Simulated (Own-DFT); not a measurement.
# Misfit strain and the stress it brings: wurtzite GaN, 72 atoms (Ga36N36)

No measurement is shown. These are fixed-geometry runs of a retired plane-wave code named Own-DFT, which no person has reviewed; spin and spin-orbit coupling are neglected.

All runs used: PBE; PseudoDojo norm-conserving scalar-relativistic files; cutoff 42 hartree; 4 x 4 x 3 k mesh centred on Gamma; Fermi-Dirac smearing of 0.1 eV.

Limits: forces not confirmed at this smearing and k mesh; stress not checked against mesh or cutoff.

Unstrained cell vectors in Å: (9.567, 0.000, 0.000); (-4.784, 8.285, 0.000); (0.000, 0.000, 10.370). The unstrained cell has measured lattice constants (interpolated for alloys), not those of this functional. That, the random moves and any unrelaxed bonds set the pressure at no strain. Each run strains x and y alike by e, as a substrate would, and holds the height along z. Each atom got a random Gaussian move of width 0.05 Å along each axis. Stress is positive in tension.

| e (%) | u (Å) | (s_xx + s_yy)/2 (GPa) | s_zz (GPa) |
|---|---|---|---|
| -2.75 | 0.049 | -23.75 | -12.81 |
| -2.50 | 0.051 | -22.58 | -13.00 |
| -1.00 | 0.050 | -13.79 | -7.37 |
| -0.50 | 0.050 | -10.95 | -6.92 |
| 0.25 | 0.050 | -5.99 | -7.60 |
| 0.50 | 0.050 | ? | ? |
| 1.00 | 0.049 | -2.30 | -6.54 |
| 1.75 | 0.053 | 0.87 | -5.53 |
| 2.00 | 0.048 | 2.02 | -4.66 |
| 2.50 | 0.051 | 3.88 | -3.39 |

## Analysis

With e as a fraction, the in-plane stress is -7.8 + 532 e - 2145 e² GPa (errors 8 and 512, scatter 0.41), and s_zz is -7.7 + 164 e GPa (slope ± 21, scatter 1.14). At e = 0 the first slope is C11 + C12 and the second 2 C13, both with the ions held to the strained lattice and at the cell's own pressure. The term in e² is negative: the layer stiffens under compression and softens under tension. A free layer would change its height as e changes, and the in-plane slope would drop by 2 C13²/C33 to the biaxial modulus. At fixed height, a misfit of 1 % moves the in-plane stress by about 5.3 GPa and s_zz by 1.6 GPa.

## Test on the hidden row

Question: what are the two stresses at e = 0.50 %?

Estimate: -5.2 and -6.8 GPa. The run itself gave -5.11 and -6.34 GPa.
